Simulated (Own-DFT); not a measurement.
# Reading a pressure off an energy slope: corundum Al2O3, 78 atoms (Al32O46), with two O vacancies

These are calculations. Each geometry was run twice at fixed positions with Own-DFT, a retired in-house plane-wave program that no person has reviewed: with PBE, and with HSE06 (exact exchange share 0.25 at short range, screening 0.11 per bohr, Gygi-Baldereschi treatment of its divergence). Both used PseudoDojo norm-conserving files made for PBE, a cutoff of 48 hartree, the Gamma point alone, fixed occupations, a neutral cell and no spin. One k point on a cell 7.9 Å thick isn't converged, and results move with the size of the cell. The oxygen file's force components were 24 meV/Å off all-electron values in a glass.

Unstrained cell vectors in Å: (5.494, 0.000, 8.660); (-2.747, 4.758, 8.660); (-2.747, -4.758, 8.660), volume V0 = 679.1 Å³, from measured lattice constants. Each geometry has its own random strain of a few per cent, its own defect sites and random moves of rms u per axis. HSE06 gave the energy alone. D is its energy less that of PBE, over the lowest D shown. The PBE stress wasn't checked against mesh or cutoff.

| run | V - V0 (Å³) | u (Å) | P with PBE (GPa) | D (eV) |
|---|---|---|---|---|
| 1 | -5.7 | 0.0481 | 11.27 | 0.391 |
| 2 | -6.3 | 0.0456 | 11.81 | 0.442 |
| 3 | 0.1 | 0.0322 | 7.16 | 0.640 |
| 4 | 35.8 | 0.0316 | -4.29 | 2.008 |
| 5 | -14.1 | 0.0257 | 12.77 | 0.000 |
| 6 | 12.3 | 0.0287 | 2.64 | 1.098 |
| 7 | -14.0 | 0.0302 | 12.94 | 0.050 |
| 8 | -15.5 | 0.0485 | 15.08 | 0.041 |
| 9 | 1.8 | 0.0273 | 6.27 | 0.691 |
| 10 | -13.6 | 0.0282 | 12.30 | 0.049 |
| 11 | -0.8 | 0.0548 | 10.05 | 0.756 |
| 12 | -7.9 | 0.0518 | 12.55 | 0.431 |
| 13 | -2.3 | 0.0530 | 10.73 | ? |

## What the rows give

D = 0.54 + 0.0399 (V - V0) + 67 u² eV, with an error of 0.0008 on the volume slope, 14 on the last term and a scatter of 0.04 eV. Pressure is -dE/dV, and 1 eV/Å³ is 160.2 GPa, so HSE06 changes the pressure by -6.4 ± 0.1 GPa. With the ions held to the strained lattice, the PBE pressure falls by 241 ± 7 GPa per unit of volume strain; the shape of the strain isn't fitted, so the true error is larger, and a relaxed crystal would be softer. On that slope HSE06's volume at a given pressure is about 2.7 % smaller, or 0.9 % in lengths. At u = 0 and V0 the PBE pressure is 6.5 GPa, which puts the zero-pressure volume, against the measured cell and with the defects in, at +2.7 % for PBE and +0.1 % for HSE06, each good to a few tenths of a per cent.

## Withheld run

The question: what D should run 13 give?

From the fit: 0.64 eV, with rows scattering by 0.04. The calculation gave 0.705 eV.
